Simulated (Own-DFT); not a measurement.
# Computed records: Si$_{4}$SnGe$_{11}$ (diamond-structure random alloy, strained, atoms displaced)

Computed with Own-DFT development build. A calculation, not a measurement: plane-wave density functional theory by an unreviewed code, no spin, of a simulated periodic cell, stress positive in tension, run twice, with PBE and with PBEsol, both on files made for PBE, so the change isn't that of files made for PBEsol, forces on such cells moved up to 12 meV/angstrom on a denser k mesh; the far tail of each file's local potential was reset to the Coulomb form; each entry is a single point on an unrelaxed cell, so the pressure reflects the starting lattice, mostly measured values (interpolated for alloys), from which strain is counted, and rises with the displacements; printed positions are rounded, which can move forces by about a meV/angstrom; the program, named Own-DFT, is a retired in-house code; no spin-orbit coupling; stress was not checked against mesh or cutoff.

```xyz
64
Lattice="10.9672 0.0000 0.0000 0.0000 10.9672 0.0000 0.0000 0.0000 11.3064" Properties=species:S:1:pos:R:3:PBE_force_x:R:1:PBE_force_y:R:1:PBE_force_z:R:1:PBEsol_force_x:R:1:PBEsol_force_y:R:1:PBEsol_force_z:R:1 formula=Si4SnGe11 functional=PBE,then_PBEsol potential_files=PseudoDojo_norm-conserving,scalar-relativistic,standard_set wave_cutoff=49 occupations=Fermi-Dirac smearing_width=0.1 k_mesh=3_x_3_x_3_centred_on_Gamma PBE_pressure=9.92 PBE_stress_xx=-10.46 PBE_stress_yy=-10.91 PBE_stress_zz=-8.4 PBE_stress_yz=-0.23 PBE_stress_xz=-0.4 PBE_stress_xy=-0.24 PBEsol_pressure=6.93 PBEsol_stress_xx=-7.48 PBEsol_stress_yy=-7.9 PBEsol_stress_zz=-5.42 PBEsol_stress_yz=-0.22 PBEsol_stress_xz=-0.39 PBEsol_stress_xy=-0.22 rms_change_of_force_components_from_PBE_to_PBEsol=0.052
Ge     0.0071     0.0288     0.0071      0.059      0.089     -0.921      0.079      0.061     -0.851
Ge    10.9359     2.7228     2.9002     -1.322     -0.112       -0.7      -1.24     -0.129     -0.652
Si     2.8193     0.0164     2.8993     -0.742     -0.034     -1.237     -0.723     -0.038     -1.208
Si     2.6811     2.6979    11.3050      2.361      0.196      0.957      2.231      0.209      0.958
Ge     1.3345     1.4646     1.4060      0.722     -1.119        0.9      0.623       -1.1      0.885
Ge     1.3294     4.0589     4.2271      0.377      0.468      1.209      0.328      0.483      1.126
Ge     4.2148     1.3471     4.2116     -1.569      0.629      0.511     -1.442       0.61      0.504
Si     4.2516     4.0920     1.4892     -2.069     -0.149     -0.679     -1.999     -0.118     -0.638
Ge    10.9317    10.9549     5.7137      0.541     -0.679      0.267      0.549     -0.614      0.214
Ge     0.0972     2.7395     8.5825       -2.9     -2.375     -2.617     -2.797     -2.276      -2.58
Si     2.7156    10.9159     8.4482      1.193       1.04      0.379      1.132      0.981      0.331
Si     2.6915     2.6633     5.6376      0.682      0.271      0.007      0.669      0.269      0.008
Ge     1.3696     1.3377     7.1189      0.412      0.207     -0.296      0.327      0.204     -0.289
Sn     1.2676     4.1714     9.9448      3.737     -0.482     -0.512      3.546     -0.467       -0.5
Si     4.0752     1.3267     9.9673      0.099     -0.345     -0.486      0.131     -0.316     -0.522
Ge     4.0904     4.1001     7.0758     -0.503     -0.466     -0.692     -0.412     -0.465     -0.678
Ge     0.0437     5.4882     0.0069     -4.028      1.626      2.419     -3.885      1.619      2.322
Ge     0.0327     8.2016     2.7385     -1.379      0.962      1.152     -1.339      0.922      1.117
Ge     2.6953     5.4601     2.8518      0.722     -0.461     -0.633      0.665     -0.415     -0.575
Ge     2.7271     8.2254    11.2868     -1.829      1.102      2.266     -1.768      1.081      2.189
Ge     1.2569     6.8051     1.4262      2.088      0.301     -0.332      2.018      0.294     -0.326
Ge     1.3499     9.6129     4.2127      0.464      0.044       0.09      0.422      0.006      0.128
Ge     4.0937     6.8418     4.2447      0.061     -0.026      0.151      0.053     -0.028      0.144
Ge     4.1330     9.5789     1.3880     -0.014      0.431      0.474     -0.018      0.343       0.46
Ge    10.9265     5.5165     5.7028      0.257     -0.722      -0.72      0.242     -0.699     -0.696
Ge    10.9221     8.1918     8.4692      0.871      1.039     -0.059      0.878      0.952     -0.021
Si     2.7364     5.4461     8.4488     -0.227      0.433     -1.424     -0.225      0.428     -1.404
Ge     2.6985     8.1967     5.6986      0.353      0.442       -0.8      0.341      0.427     -0.771
Ge     1.3493     6.8596     7.0521      0.267     -0.605       0.81      0.223     -0.551      0.745
Ge     1.4677     9.6196     9.8515     -1.498     -0.278      0.255     -1.487     -0.325      0.301
Sn     4.0785     6.8890     9.9133      -0.47     -1.275     -1.169     -0.417     -1.187     -1.084
Ge     4.0853     9.5998     7.0565      0.202      0.036      0.192      0.219     -0.005      0.146
Si     5.5596    10.9281     0.0211     -0.921      0.249     -0.626     -0.899      0.246     -0.521
Ge     5.5305     2.7534     2.8877      0.653     -0.029     -0.563      0.636      -0.11     -0.532
Ge     8.1868    10.9226     2.8064      0.517      0.301      0.568      0.502      0.286      0.548
Sn     8.2184     2.7506     0.0078      1.228     -1.244     -0.674      1.159      -1.28     -0.604
Ge     6.8931     1.3191     1.4022     -1.721     -0.615      1.201     -1.625     -0.573      1.215
Si     6.8614     4.1057     4.2675      0.755      0.194     -0.596      0.739      0.186     -0.583
Ge     9.5526     1.2486     4.3395     -0.013      0.586      -1.36     -0.007       0.58     -1.311
Si     9.5005     4.1111     1.4265      2.845      0.787      1.032      2.797      0.781      1.022
Ge     5.4686    10.9256     5.5767      1.025     -0.385      0.953      0.991     -0.367      0.918
Ge     5.4655     2.6925     8.4389      -0.46      0.284      1.634     -0.433      0.279      1.508
Ge     8.1946     0.0616     8.5494      0.485     -1.385     -1.312      0.427     -1.312     -1.329
Ge     8.2770     2.7628     5.5979     -0.954     -0.238      0.545     -0.878     -0.272      0.572
Ge     6.8529     1.3646     7.1044      0.067       -0.1     -1.427      0.061     -0.092      -1.37
Si     6.8510     4.0361     9.9590     -3.199      1.023     -1.123      -3.15      1.006     -1.107
Si     9.5808     1.3122     9.8037        1.6      0.399      0.689      1.573      0.388      0.671
Ge     9.6074     4.0567     7.0595      0.728     -0.343      0.257      0.713     -0.327      0.232
Ge     5.4074     5.4894     0.0051      2.403     -1.663      1.373      2.314     -1.574      1.295
Ge     5.5170     8.1452     2.7912      0.047     -0.235     -0.395      0.013     -0.188     -0.342
Ge     8.2735     5.4728     2.7782      -1.08     -0.225      0.702     -1.018     -0.177      0.735
Ge     8.1782     8.3083     0.0381      0.166     -0.958     -1.041      0.227     -0.912     -0.998
Si     6.9379     6.7921     1.3795     -0.925      0.284     -0.159     -0.903       0.28     -0.155
Ge     6.9025     9.5196     4.1857     -0.761      0.032      0.372     -0.738      0.034      0.352
Ge     9.5635     6.8309     4.2278      0.781      0.321     -0.271      0.752      0.307     -0.259
Ge     9.5601     9.6592     1.3781      0.798     -0.515      0.296      0.766     -0.502      0.284
Ge     5.5196     5.4283     5.6292     -0.245      0.603      0.545     -0.313      0.589       0.54
Ge     5.4696     8.2982     8.5952      1.709      0.824     -2.436       1.59      0.788     -2.372
Sn     8.1518     5.5123     8.5345     -0.117      -2.16     -0.469     -0.004     -2.105     -0.438
Ge     8.2117     8.1716     5.6328      0.016      0.207      1.288      0.021        0.2      1.164
Si     6.8347     6.8099     7.1195     -1.772      2.142     -1.785     -1.745      2.105     -1.762
Si     6.8757     9.6548     9.8706     -0.239     -0.094      0.826     -0.185     -0.134      0.758
Ge     9.6217     6.8181     9.8096      0.806      1.784       2.98      0.804      1.732      2.883
Si     9.6234     9.5730     7.0737     -1.136      -0.02      0.214     -1.107     -0.019      0.205
```

Units: wave_cutoff in hartree; smearing_width in eV; PBE_pressure, PBE_stress_xx, PBE_stress_yy, PBE_stress_zz, PBE_stress_yz, PBE_stress_xz, PBE_stress_xy, PBEsol_pressure, PBEsol_stress_xx, PBEsol_stress_yy, PBEsol_stress_zz, PBEsol_stress_yz, PBEsol_stress_xz, PBEsol_stress_xy in GPa; rms_change_of_force_components_from_PBE_to_PBEsol, PBE_force_x, PBE_force_y, PBE_force_z, PBEsol_force_x, PBEsol_force_y, PBEsol_force_z in eV/Å.
